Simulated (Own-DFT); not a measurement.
Simulation results for SiGe (diamond-structure random alloy, atoms displaced)

Computed with Own-DFT development build. A calculation, not a measurement: plane-wave PBEsol density functional theory by an unreviewed code, no spin, of a simulated periodic cell, stress positive in tension, free energy of the whole cell less one offset for each atom, forces on such cells passed a denser k mesh, this cell's mesh not checked; offsets are fitted by least squares, one for each functional and potential file, so energies compare only between cells with the same atoms and settings and are not formation energies; the far tail of each file's local potential was reset to the Coulomb form; each entry is a single point on an unrelaxed cell, so the pressure reflects the starting lattice, mostly measured values, from which strain is counted, and rises with the displacements; printed positions are rounded, which can move forces by about a meV/angstrom; the program is a retired in-house code; no spin-orbit coupling.

Common to all runs: functional PBEsol; potential files PseudoDojo norm-conserving, scalar-relativistic, made for PBE, standard set; wave cutoff 42 hartree; occupations Fermi-Dirac; smearing width 0.1 eV; hardware one NVIDIA H100; k mesh 3 x 3 x 3 centred on Gamma.

(1) SiGe (diamond-structure random alloy, atoms displaced)

```
cell vectors (Å)
  11.0890     0.0000     0.0000
   0.0000    11.0890     0.0000
   0.0000     0.0000    11.0890
atoms (fractions of the cell vectors)
Si  0.99848  0.99875  0.00098
Ge  0.00108  0.25490  0.25086
Si  0.24703  0.99915  0.25350
Si  0.25087  0.25057  0.99828
Si  0.12401  0.12548  0.12662
Ge  0.12218  0.37413  0.37626
Si  0.37167  0.12583  0.37476
Ge  0.37277  0.37557  0.12260
Si  0.99791  0.99911  0.49735
Ge  0.00379  0.24705  0.75098
Ge  0.24976  0.99507  0.75090
Ge  0.24892  0.25107  0.50083
Ge  0.12038  0.12868  0.62947
Ge  0.12637  0.37786  0.87672
Si  0.37283  0.12035  0.87075
Ge  0.37427  0.37578  0.61925
Ge  0.99179  0.49965  0.99914
Si  0.99873  0.75235  0.25174
Ge  0.24770  0.49625  0.24673
Si  0.24670  0.74715  0.00049
Ge  0.12107  0.62769  0.12603
Si  0.12622  0.87700  0.37598
Ge  0.37421  0.62375  0.37727
Si  0.36968  0.87959  0.12512
Si  0.99541  0.50028  0.49777
Si  0.99915  0.75335  0.75423
Si  0.25246  0.49730  0.75122
Ge  0.24976  0.75147  0.50477
Si  0.12976  0.62418  0.62625
Si  0.12253  0.87455  0.87525
Si  0.37494  0.61981  0.87713
Ge  0.37434  0.87231  0.62332
Ge  0.49933  0.00191  0.00445
Si  0.50164  0.25331  0.25129
Si  0.75084  0.99968  0.24751
Ge  0.74938  0.25170  0.99857
Ge  0.62027  0.12745  0.12722
Ge  0.62802  0.37665  0.37664
Si  0.87525  0.12838  0.37475
Si  0.88055  0.37537  0.12101
Ge  0.50145  0.00115  0.50416
Ge  0.50644  0.25297  0.75422
Ge  0.74653  0.00079  0.74871
Si  0.74832  0.24587  0.49672
Si  0.62546  0.12392  0.62108
Ge  0.62588  0.37153  0.87210
Ge  0.87391  0.12482  0.87255
Ge  0.88110  0.37083  0.62374
Si  0.49745  0.50207  0.00014
Ge  0.49771  0.75316  0.25162
Si  0.74979  0.50221  0.25114
Ge  0.75570  0.74888  0.99729
Si  0.62548  0.62900  0.12695
Ge  0.62225  0.87044  0.37604
Si  0.87931  0.62422  0.37034
Si  0.87424  0.87616  0.12756
Si  0.50002  0.49718  0.50338
Ge  0.50317  0.75067  0.75092
Si  0.74860  0.50194  0.74681
Si  0.74911  0.75516  0.49611
Ge  0.62253  0.62594  0.62208
Ge  0.62223  0.87398  0.87117
Si  0.87473  0.62393  0.87221
Ge  0.87556  0.87018  0.62631
```

* free energy of cell above offsets: -2.688 eV
* pressure: 0.57 GPa
* stress xx: -0.56 GPa
* stress yy: -0.56 GPa
* stress zz: -0.59 GPa
* stress yz: -0.18 GPa
* stress xz: -0.23 GPa
* stress xy: -0.42 GPa
* wall time: 459.6 s

Force:
```csv
element,x (eV/Å),y (eV/Å),z (eV/Å)
Si,0.25,0.08,0.212
Ge,-0.407,-0.84,-0.491
Si,0.114,0.402,-0.379
Si,-0.102,-0.855,-0.015
Si,0.225,-0.137,-0.354
Ge,0.174,0.711,0.35
Si,0.521,-0.037,-0.218
Ge,0.672,-0.434,-0.122
Si,0.096,0.28,0.131
Ge,-0.509,0.862,0.773
Ge,-0.373,0.272,-0.057
Ge,-0.131,-0.606,-0.271
Ge,0.752,-1.415,-1.136
Ge,0.085,-0.203,0.038
Si,0.291,0.751,0.647
Ge,0.308,-0.01,1.109
Ge,0.767,0.564,-0.279
Si,0.149,0.371,0.097
Ge,-0.124,0.55,0.493
Si,0.441,0.437,-0.338
Ge,-0.117,-0.052,-0.103
Si,-0.457,-0.206,0.07
Ge,0.091,-0.374,-0.03
Si,-0.191,-0.551,0.061
Si,0.797,0.546,0.313
Si,0.528,-1.001,-0.313
Si,-0.02,0.516,-0.293
Ge,-0.578,-0.366,-0.817
Si,-1.042,-0.238,0.444
Si,0.05,-0.124,0.622
Si,-0.221,0.636,-0.162
Ge,0.473,0.359,0.558
Ge,-0.64,-0.283,-0.71
Si,-0.767,-0.115,0.323
Si,-0.088,0.225,0.551
Ge,0.41,-0.143,0.59
Ge,0.785,0.027,0.332
Ge,-0.218,-0.01,-0.022
Si,-0.23,-0.686,-0.267
Si,-1.426,-0.043,0.909
Ge,-0.525,0.203,-0.743
Ge,-1.341,-1.38,-1.314
Ge,0.17,0.011,-0.459
Si,0.378,0.072,0.422
Si,0.211,0.646,0.453
Ge,0.392,1.88,0.807
Ge,0.152,-0.344,0.523
Ge,-1.124,0.337,-0.113
Si,0.757,-0.026,0.187
Ge,-0.474,-0.359,-0.826
Si,0.487,-0.033,-0.729
Ge,-0.437,0.088,0.383
Si,-0.09,-0.5,-0.294
Ge,0.636,1.212,-0.229
Si,-0.772,0.385,0.509
Si,0.288,0.017,-0.191
Si,0.077,0.458,-0.663
Ge,-1.167,-0.818,0
Si,0.438,-0.239,0.024
Si,0.623,-1.315,0.102
Ge,0.686,-0.069,-0.262
Ge,0.502,0.431,1.096
Si,-0.141,0.005,-0.549
Ge,-0.063,0.479,-0.381
```

(2) SiGe (diamond-structure random alloy, atoms displaced)

```
cell vectors (Å)
  11.0890     0.0000     0.0000
   0.0000    11.0890     0.0000
   0.0000     0.0000    11.0890
atoms (fractions of the cell vectors)
Ge  0.99840  0.00148  0.00074
Si  0.99959  0.24708  0.24754
Si  0.25555  0.99894  0.24674
Si  0.24711  0.24665  0.99958
Ge  0.12307  0.12364  0.12746
Ge  0.12394  0.37465  0.37374
Ge  0.37809  0.12633  0.37408
Ge  0.37398  0.37438  0.12260
Ge  0.99952  0.99902  0.50048
Ge  0.99551  0.25126  0.75459
Si  0.24827  0.00166  0.74858
Ge  0.25352  0.25319  0.49950
Si  0.12684  0.12328  0.62364
Ge  0.13072  0.37402  0.87466
Si  0.37643  0.12254  0.87541
Si  0.37638  0.37268  0.62471
Ge  0.99968  0.50099  0.99906
Si  0.00051  0.74987  0.25045
Ge  0.25196  0.49549  0.25038
Si  0.24737  0.75199  0.99766
Si  0.12580  0.62649  0.12010
Si  0.12706  0.87410  0.37359
Si  0.37314  0.62240  0.37838
Ge  0.37507  0.87956  0.12379
Si  0.99470  0.50101  0.50124
Ge  0.00254  0.74888  0.74931
Ge  0.25048  0.50094  0.75083
Ge  0.24966  0.75037  0.49934
Ge  0.12745  0.62330  0.62349
Si  0.12786  0.87423  0.87831
Ge  0.37709  0.62578  0.87760
Si  0.37672  0.87700  0.62507
Si  0.49925  0.99739  0.00153
Ge  0.49909  0.24946  0.24872
Si  0.74417  0.00659  0.25470
Si  0.75028  0.24569  0.99969
Ge  0.62874  0.12141  0.12468
Ge  0.62731  0.37001  0.37532
Ge  0.87829  0.12695  0.37094
Ge  0.87546  0.37495  0.12317
Si  0.49720  0.00243  0.50069
Si  0.50253  0.25082  0.75084
Ge  0.75321  0.99702  0.74248
Si  0.74765  0.24903  0.49969
Ge  0.62328  0.12481  0.62365
Ge  0.62883  0.37674  0.87660
Si  0.88150  0.12424  0.87612
Si  0.87351  0.37773  0.61878
Ge  0.50757  0.49753  0.00293
Si  0.50079  0.74758  0.25303
Si  0.75050  0.49970  0.25252
Si  0.75422  0.74961  0.00308
Si  0.62084  0.61780  0.12508
Si  0.62998  0.87436  0.37440
Ge  0.87470  0.62502  0.37585
Ge  0.87247  0.87198  0.12754
Si  0.50062  0.49783  0.49512
Ge  0.50326  0.75208  0.75302
Ge  0.75147  0.49689  0.75098
Si  0.74731  0.74731  0.50028
Si  0.62175  0.62760  0.62332
Ge  0.62650  0.87187  0.87633
Si  0.87279  0.62285  0.87601
Ge  0.87349  0.87632  0.62963
```

- free energy of cell above offsets: -2.816 eV
- pressure: 0.51 GPa
- stress xx: -0.48 GPa
- stress yy: -0.51 GPa
- stress zz: -0.53 GPa
- stress yz: 0.27 GPa
- stress xz: 0 GPa
- stress xy: -0.12 GPa
- wall time: 474.3 s

Force:
```csv
element,x (eV/Å),y (eV/Å),z (eV/Å)
Ge,0.269,-0.754,-0.119
Si,0.151,0.717,0.031
Si,-0.859,0.228,0.856
Si,0.635,-0.243,-0.055
Ge,0.588,0.035,0.05
Ge,-0.782,-0.083,0.245
Ge,-0.449,-0.546,0.004
Ge,-0.044,-0.52,-0.339
Ge,0.509,-0.071,-0.182
Ge,0.586,0.081,-1.214
Si,0.304,-0.358,0.237
Ge,-0.453,-0.481,0.362
Si,-0.229,0.478,0.305
Ge,-0.552,-0.083,0.285
Si,-0.067,0.23,-0.082
Si,0.603,0.527,0.198
Ge,0.304,0.16,-0.196
Si,0.584,-0.147,-0.1
Ge,-0.324,1.186,-0.282
Si,0.348,-0.142,0.456
Si,-0.009,0.138,0.717
Si,-0.097,0.263,-0.479
Si,0.507,0.14,-0.434
Ge,0.187,-1.227,0.077
Si,0.705,-0.182,-0.206
Ge,-0.142,-0.034,0.803
Ge,0.726,-0.317,-0.357
Ge,0.455,0.28,-0.045
Ge,-0.59,-0.163,-0.191
Si,-0.211,0.443,-0.624
Ge,-0.081,0.046,0.209
Si,-0.228,0.177,0.206
Si,0.332,0.466,-0.603
Ge,0.38,0.014,-0.386
Si,0.837,-1.126,-0.107
Si,0.532,0.02,-0.289
Ge,-0.682,0.282,-0.412
Ge,-0.022,0.647,-0.127
Ge,-0.607,0.05,0.521
Ge,-0.358,-0.315,0.41
Si,0.459,-0.878,-0.309
Si,-0.524,-0.034,0.216
Ge,-0.627,1.191,1.786
Si,0.733,-0.041,0.155
Ge,-0.03,0.191,-0.016
Ge,-0.125,-1.145,-0.155
Si,-1.414,-0.06,-0.117
Si,-0.155,-0.688,0.451
Ge,-1.05,0.042,-0.381
Si,-0.06,-0.034,-0.127
Si,-0.242,-0.087,-0.441
Si,-0.8,-0.966,-0.165
Si,1.228,1.34,0.867
Si,-0.815,0.115,0.369
Ge,-0.079,0.196,-0.133
Ge,-0.11,0.688,0.588
Si,-0.146,0.16,0.79
Ge,-0.568,-0.222,-0.86
Ge,0.032,0.868,-0.83
Si,0.149,0.433,0.2
Si,0.125,-0.692,-0.112
Ge,0.546,0.605,0.567
Si,0.191,0.518,-0.057
Ge,0.528,-1.318,-1.425
```

(3) SiGe (diamond-structure random alloy, atoms displaced)

```
cell vectors (Å)
  11.0890     0.0000     0.0000
   0.0000    11.0890     0.0000
   0.0000     0.0000    11.0890
atoms (fractions of the cell vectors)
Si  0.00158  0.99892  0.99702
Ge  0.00162  0.25277  0.24814
Si  0.25156  0.99961  0.25269
Si  0.24874  0.24999  0.99563
Si  0.12383  0.12456  0.12842
Si  0.12230  0.37140  0.37602
Si  0.37153  0.12161  0.37699
Si  0.37331  0.38258  0.12359
Si  0.99601  0.00175  0.49742
Si  0.00294  0.25058  0.74770
Si  0.25303  0.99772  0.74810
Ge  0.24986  0.24926  0.49783
Ge  0.12720  0.12786  0.62782
Ge  0.12548  0.37588  0.87369
Ge  0.37592  0.12248  0.87826
Si  0.37654  0.37720  0.62282
Ge  0.99434  0.50386  0.99856
Si  0.99745  0.75450  0.25138
Ge  0.24696  0.50109  0.24642
Si  0.24930  0.75545  0.00298
Ge  0.12879  0.62576  0.12601
Ge  0.12620  0.87319  0.37149
Si  0.37788  0.62493  0.37481
Ge  0.37234  0.87661  0.12739
Ge  0.00396  0.50002  0.50026
Ge  0.99457  0.75052  0.75080
Ge  0.25284  0.49662  0.74595
Ge  0.25126  0.75013  0.50202
Si  0.12961  0.62265  0.62357
Ge  0.12524  0.87397  0.87308
Si  0.37398  0.62548  0.87752
Si  0.37816  0.87555  0.62744
Si  0.49844  0.00153  0.99643
Ge  0.49939  0.25472  0.24837
Ge  0.74911  0.00433  0.24995
Si  0.74850  0.24758  0.00069
Si  0.62323  0.12501  0.12425
Si  0.62707  0.37858  0.37367
Ge  0.87255  0.12613  0.37775
Si  0.87736  0.37650  0.12878
Si  0.50036  0.99593  0.49808
Si  0.50180  0.25476  0.75139
Ge  0.75076  0.00552  0.74844
Si  0.75307  0.24745  0.50200
Si  0.62305  0.12362  0.62264
Ge  0.62494  0.37310  0.87415
Si  0.87378  0.12251  0.87673
Si  0.87852  0.37640  0.62574
Ge  0.49983  0.49602  0.99982
Ge  0.50266  0.75124  0.24526
Si  0.75206  0.50445  0.24713
Ge  0.74946  0.75086  0.00410
Si  0.62398  0.62155  0.12147
Ge  0.63064  0.87878  0.37361
Ge  0.87314  0.62470  0.37351
Si  0.87530  0.87669  0.12153
Ge  0.49886  0.49959  0.49881
Ge  0.49904  0.74982  0.74329
Ge  0.75340  0.50106  0.74978
Si  0.74610  0.74618  0.50083
Ge  0.62542  0.62286  0.62623
Ge  0.62190  0.87516  0.87300
Ge  0.87380  0.62403  0.87523
Ge  0.87764  0.87598  0.62373
```

* free energy of cell above offsets: -2.927 eV
* pressure: 0.46 GPa
* stress xx: -0.47 GPa
* stress yy: -0.45 GPa
* stress zz: -0.46 GPa
* stress yz: 0.16 GPa
* stress xz: -0.28 GPa
* stress xy: 0.39 GPa
* wall time: 482 s

Force:
```csv
element,x (eV/Å),y (eV/Å),z (eV/Å)
Si,-0.175,0.374,0.482
Ge,-0.167,-0.359,0.278
Si,-0.396,0.507,-0.229
Si,0.077,0.072,1.142
Si,0.508,-0.225,-0.73
Si,0.513,0.481,-0.288
Si,0.757,0.082,-0.259
Si,-0.422,-1.298,-0.201
Si,1.016,-0.143,0.199
Si,-0.852,-0.036,0.664
Si,0.01,0.129,0.128
Ge,0.338,0.351,0.128
Ge,-0.376,-0.849,-0.327
Ge,-0.346,-0.235,0.048
Ge,-0.212,0.608,-0.831
Si,0.24,-0.807,0.103
Ge,0.861,-0.694,0.626
Si,-0.065,-0.374,-0.654
Ge,0.531,-0.453,1.281
Si,0.231,-0.714,-0.522
Ge,-1.124,0.958,-0.386
Ge,-0.398,0.553,0.499
Si,-0.327,0.245,-0.34
Ge,0.31,0.465,-0.562
Ge,-0.173,-0.079,-0.015
Ge,1.074,-0.622,-0.48
Ge,0.094,0.663,0.401
Ge,0.394,-0.104,-0.082
Si,-0.53,0.431,0.438
Ge,0.262,0.217,0.087
Si,-0.12,0.343,-0.155
Si,-0.402,0.394,-0.694
Si,0.451,-0.314,0.957
Ge,-0.279,-0.316,0.191
Ge,0.418,-0.077,-0.865
Si,0.542,0.099,0.373
Si,-0.257,0.111,-0.405
Si,0.609,-0.351,0.131
Ge,0.425,0.253,-0.261
Si,-0.888,-0.054,-0.678
Si,-0.259,0.53,0.27
Si,-0.492,-0.83,-0.833
Ge,-0.214,-0.336,0.028
Si,-0.755,0.929,0.229
Si,-0.267,0.582,-0.039
Ge,0.54,-0.107,0.128
Si,0.583,0.797,-0.035
Si,-0.111,-0.612,-0.166
Ge,-0.13,0.734,-0.207
Ge,0.056,-0.515,0.528
Si,-0.502,-0.645,-0.065
Ge,-0.263,-0.072,-0.25
Si,0.256,0.095,0.351
Ge,-0.507,-0.757,0.418
Ge,0.173,0.442,0.166
Si,0.382,0.238,0.49
Ge,0.184,-0.127,-0.25
Ge,-0.324,-0.355,1.078
Ge,-0.152,-0.624,-0.144
Si,0.553,0.495,-0.048
Ge,0.05,0.044,-0.45
Ge,0.23,0.194,0.101
Ge,-0.412,0.686,0.079
Ge,-0.773,-0.019,-0.569
```

(4) SiGe (diamond-structure random alloy, atoms displaced)

```
cell vectors (Å)
  11.0890     0.0000     0.0000
   0.0000    11.0890     0.0000
   0.0000     0.0000    11.0890
atoms (fractions of the cell vectors)
Si  0.99882  0.99694  0.00128
Si  0.00196  0.25184  0.24805
Si  0.24871  0.00436  0.25391
Ge  0.25431  0.24789  0.00086
Ge  0.12177  0.12132  0.12280
Ge  0.12198  0.37488  0.37777
Si  0.37154  0.12266  0.37746
Si  0.37504  0.37606  0.12594
Ge  0.99922  0.99812  0.49836
Ge  0.99985  0.25376  0.75079
Si  0.24658  0.99519  0.75744
Si  0.25235  0.25233  0.50061
Si  0.12429  0.12729  0.62374
Ge  0.12778  0.36882  0.87248
Si  0.37623  0.12186  0.87150
Ge  0.37782  0.37067  0.62552
Si  0.99986  0.50258  0.99954
Si  0.00295  0.74693  0.25112
Ge  0.25223  0.50074  0.25103
Si  0.24697  0.74991  0.99763
Ge  0.11877  0.62511  0.12311
Si  0.12451  0.87688  0.37351
Ge  0.37380  0.62598  0.37772
Ge  0.37672  0.87507  0.12567
Si  0.00067  0.49531  0.49720
Ge  0.99836  0.74848  0.75275
Si  0.24796  0.50219  0.75023
Ge  0.24985  0.75453  0.49685
Si  0.12429  0.62096  0.62262
Ge  0.12428  0.87525  0.87389
Si  0.37050  0.62603  0.87589
Si  0.37483  0.87765  0.62594
Ge  0.50026  0.00164  0.00041
Si  0.49730  0.25471  0.24763
Si  0.75407  0.00062  0.24843
Ge  0.74995  0.25137  0.00529
Si  0.62587  0.12968  0.12779
Ge  0.63033  0.37952  0.37585
Ge  0.87287  0.12163  0.37226
Ge  0.87801  0.37180  0.12282
Ge  0.50291  0.99967  0.49654
Si  0.49393  0.25147  0.74823
Ge  0.74970  0.99964  0.75082
Si  0.75152  0.25232  0.50162
Si  0.62315  0.12181  0.62640
Ge  0.62577  0.37411  0.87237
Ge  0.87600  0.12214  0.87459
Ge  0.87700  0.37444  0.62267
Si  0.50182  0.49865  0.99845
Si  0.50079  0.74850  0.25222
Ge  0.75101  0.50060  0.25359
Si  0.75651  0.74983  0.99843
Si  0.62215  0.62477  0.11948
Si  0.62661  0.87695  0.37355
Ge  0.88122  0.62783  0.37912
Si  0.87241  0.87457  0.11864
Ge  0.50407  0.50023  0.49676
Si  0.49753  0.74817  0.74867
Si  0.75468  0.49676  0.74962
Ge  0.74943  0.75037  0.49483
Ge  0.62032  0.62218  0.62114
Ge  0.62272  0.87414  0.87786
Ge  0.87581  0.62674  0.87355
Ge  0.87816  0.87671  0.62343
```

- free energy of cell above offsets: -2.748 eV
- pressure: 0.53 GPa
- stress xx: -0.53 GPa
- stress yy: -0.51 GPa
- stress zz: -0.54 GPa
- stress yz: -0.25 GPa
- stress xz: -0.23 GPa
- stress xy: -0.29 GPa
- wall time: 471.7 s

Force:
```csv
element,x (eV/Å),y (eV/Å),z (eV/Å)
Si,-0.135,-0.085,-0.286
Si,-0.161,-0.586,0.215
Si,0,-0.596,-0.294
Ge,0.183,-0.271,-0.055
Ge,0.24,0.27,0.482
Ge,0.616,-0.458,-0.47
Si,0.358,0.898,-0.424
Si,0.373,0.191,-0.317
Ge,0.73,0.515,-0.011
Ge,0.026,-1.033,-0.467
Si,0.577,1.079,-1.466
Si,-0.377,-0.746,0.034
Si,0.532,-0.314,0.272
Ge,0.077,1.377,0.642
Si,-0.18,0.178,0.032
Ge,-0.662,1.117,-0.197
Si,0.014,-0.802,-0.492
Si,-0.426,1.195,-0.267
Ge,-0.441,-0.116,-0.35
Si,0.3,-0.027,0.38
Ge,0.828,0.073,0.003
Si,0.015,-0.091,-0.528
Ge,0.456,0.177,-0.396
Ge,-0.672,-0.201,0.408
Si,0.05,0.824,0.765
Ge,0.665,-0.044,-1.092
Si,0.317,-0.175,-0.22
Ge,-0.401,-0.047,0.829
Si,-0.016,0.174,-0.019
Ge,-0.243,-0.285,0.776
Si,0.411,-0.213,-0.085
Si,-0.027,-0.125,0.345
Ge,0.175,0.6,0.243
Si,0.157,-0.596,0.649
Si,-0.928,-0.399,-0.568
Ge,-0.194,-0.597,-0.718
Si,-0.269,-0.461,0.384
Ge,-0.508,-1.271,-0.145
Ge,0.292,1.001,0.116
Ge,0.273,0.946,0.474
Ge,-0.363,0.01,0.392
Si,1.01,-1.119,0.358
Ge,-0.296,-0.102,-0.291
Si,-0.546,-0.905,0.042
Si,0.151,1.058,-0.098
Ge,-0.176,-0.005,-0.079
Ge,0.039,0.327,0.496
Ge,-0.226,0.284,-0.028
Si,-0.676,0.269,-0.05
Si,0.411,0.111,-0.342
Ge,0.399,0.733,-1.131
Si,-1.197,-0.192,0.243
Si,0.512,0.303,0.502
Si,0.091,-0.215,-0.831
Ge,-0.058,-0.454,-0.483
Si,0.579,-0.167,1.081
Ge,-0.915,-0.471,0.173
Si,-0.312,0.132,0.15
Si,-0.593,0.524,-0.326
Ge,-0.184,0.325,0.663
Ge,1.005,0.455,1.088
Ge,0.323,-0.666,-0.341
Ge,-0.347,-0.819,0.383
Ge,-0.654,-0.487,0.248
```

(5) SiGe (diamond-structure random alloy, atoms displaced)

```
cell vectors (Å)
  11.0890     0.0000     0.0000
   0.0000    11.0890     0.0000
   0.0000     0.0000    11.0890
atoms (fractions of the cell vectors)
Ge  0.99952  0.00071  0.99854
Si  0.99894  0.24931  0.25216
Si  0.24964  0.00375  0.25396
Ge  0.24634  0.24980  0.00382
Si  0.13112  0.12392  0.12612
Si  0.12679  0.37200  0.37015
Ge  0.37911  0.12228  0.37649
Ge  0.37367  0.37273  0.12654
Si  0.00425  0.99529  0.50114
Si  0.00391  0.24707  0.74965
Ge  0.24982  0.99728  0.75170
Ge  0.24940  0.24904  0.50280
Si  0.12747  0.12199  0.62248
Ge  0.11713  0.37564  0.87575
Ge  0.37494  0.12079  0.87727
Si  0.36935  0.37332  0.62346
Si  0.00566  0.50110  0.99932
Ge  0.99854  0.74959  0.25413
Ge  0.25435  0.49631  0.24639
Ge  0.24775  0.75565  0.99825
Si  0.12522  0.62631  0.12505
Ge  0.12204  0.87669  0.37691
Ge  0.37403  0.62394  0.37729
Ge  0.37547  0.87249  0.12691
Si  0.99957  0.49834  0.50032
Ge  0.00026  0.75173  0.75334
Si  0.25459  0.50022  0.75363
Si  0.25064  0.74904  0.49949
Ge  0.12274  0.62717  0.62632
Si  0.12193  0.87195  0.87859
Si  0.37550  0.62364  0.87943
Ge  0.37477  0.87866  0.62860
Si  0.49491  0.99900  0.00116
Ge  0.50095  0.25084  0.24868
Ge  0.75088  0.99772  0.24689
Si  0.75064  0.25159  0.99859
Si  0.62658  0.12492  0.12435
Ge  0.62538  0.37306  0.37194
Si  0.87598  0.12292  0.37535
Ge  0.87778  0.37947  0.12591
Si  0.49946  0.00384  0.49895
Si  0.49784  0.24882  0.74936
Si  0.74922  0.00207  0.75271
Si  0.74428  0.24742  0.50632
Ge  0.62231  0.12583  0.62673
Ge  0.62661  0.37398  0.87681
Si  0.87725  0.12525  0.87702
Ge  0.87663  0.37763  0.62712
Si  0.50118  0.49634  0.00340
Si  0.50014  0.75071  0.25168
Ge  0.75364  0.49481  0.24879
Si  0.74991  0.75316  0.00344
Ge  0.62612  0.62342  0.12420
Ge  0.62333  0.87179  0.37571
Ge  0.87802  0.62249  0.37416
Si  0.88160  0.87601  0.12734
Si  0.49834  0.49757  0.50114
Ge  0.49920  0.74896  0.74697
Si  0.75297  0.50158  0.75128
Ge  0.75163  0.75079  0.50346
Ge  0.62599  0.62873  0.62854
Si  0.62520  0.87735  0.87580
Ge  0.87437  0.62744  0.87138
Si  0.87719  0.87656  0.62657
```

- free energy of cell above offsets: -2.840 eV
- pressure: 0.47 GPa
- stress xx: -0.44 GPa
- stress yy: -0.47 GPa
- stress zz: -0.48 GPa
- stress yz: -0.05 GPa
- stress xz: 0.06 GPa
- stress xy: 0.01 GPa
- wall time: 494 s

Force:
```csv
element,x (eV/Å),y (eV/Å),z (eV/Å)
Ge,0.47,0.047,0.494
Si,0.331,-0.417,-0.249
Si,0.034,-0.522,-0.358
Ge,0.118,-0.033,-0.643
Si,-1.025,-0.023,0.6
Si,-0.448,0.264,0.584
Ge,-0.465,0.417,-0.169
Ge,0.637,-0.011,-0.731
Si,-0.943,0.937,0.316
Si,-0.476,-0.411,-0.253
Ge,-0.932,0.18,0.319
Ge,-0.237,0.001,-0.606
Si,-0.476,-0.055,0.441
Ge,1.107,-0.08,-0.439
Ge,0.035,0.729,-0.095
Si,0.861,0.407,0.674
Si,-0.813,0.798,0.359
Ge,0.448,-0.032,-0.841
Ge,-1.058,0.745,0.499
Ge,0.128,-1.063,0.263
Si,0.12,-0.14,-0.057
Ge,1.047,-0.262,-0.088
Ge,0.368,0.139,-0.063
Ge,-0.113,0.645,0.473
Si,0.736,-0.198,-0.398
Ge,-0.066,0.416,-0.444
Si,-0.46,-0.026,-0.152
Si,-0.166,0.402,0.285
Ge,0.649,-0.569,-0.181
Si,0.108,0.739,-0.547
Si,0.218,-0.126,-0.114
Ge,0.116,-0.416,-1.24
Si,1.183,-0.046,0.207
Ge,0.18,-0.69,-0.186
Ge,0.149,0.254,0.227
Si,0.358,-0.525,0.457
Si,-0.205,-0.047,-0.62
Ge,0.033,0.103,1.089
Si,-0.127,0.193,0.643
Ge,0.568,-0.986,-0.817
Si,0.368,-0.836,0.428
Si,-0.357,0.431,0.118
Si,0.392,-0.233,-0.006
Si,1.075,0.257,-0.888
Ge,-0.044,-0.361,0.24
Ge,-0.241,0.153,-0.533
Si,-0.478,0.435,-0.539
Ge,-0.232,-0.647,-0.109
Si,-0.324,0.379,-0.37
Si,-0.047,-0.656,-0.116
Ge,-0.491,0.846,0.335
Si,0.301,0.297,-0.301
Ge,-0.185,0.295,0.207
Ge,-0.094,0.54,0.13
Ge,-0.47,-0.232,0.661
Si,-0.755,-0.375,-0.444
Si,0.206,-0.001,0.241
Ge,-0.103,0.294,1.323
Si,-0.48,-0.126,-0.021
Ge,0.409,0.05,-0.214
Ge,0.039,-1.298,-0.466
Si,-0.099,-0.09,0.259
Ge,-0.185,-0.327,1.204
Si,-0.198,0.47,0.22
```
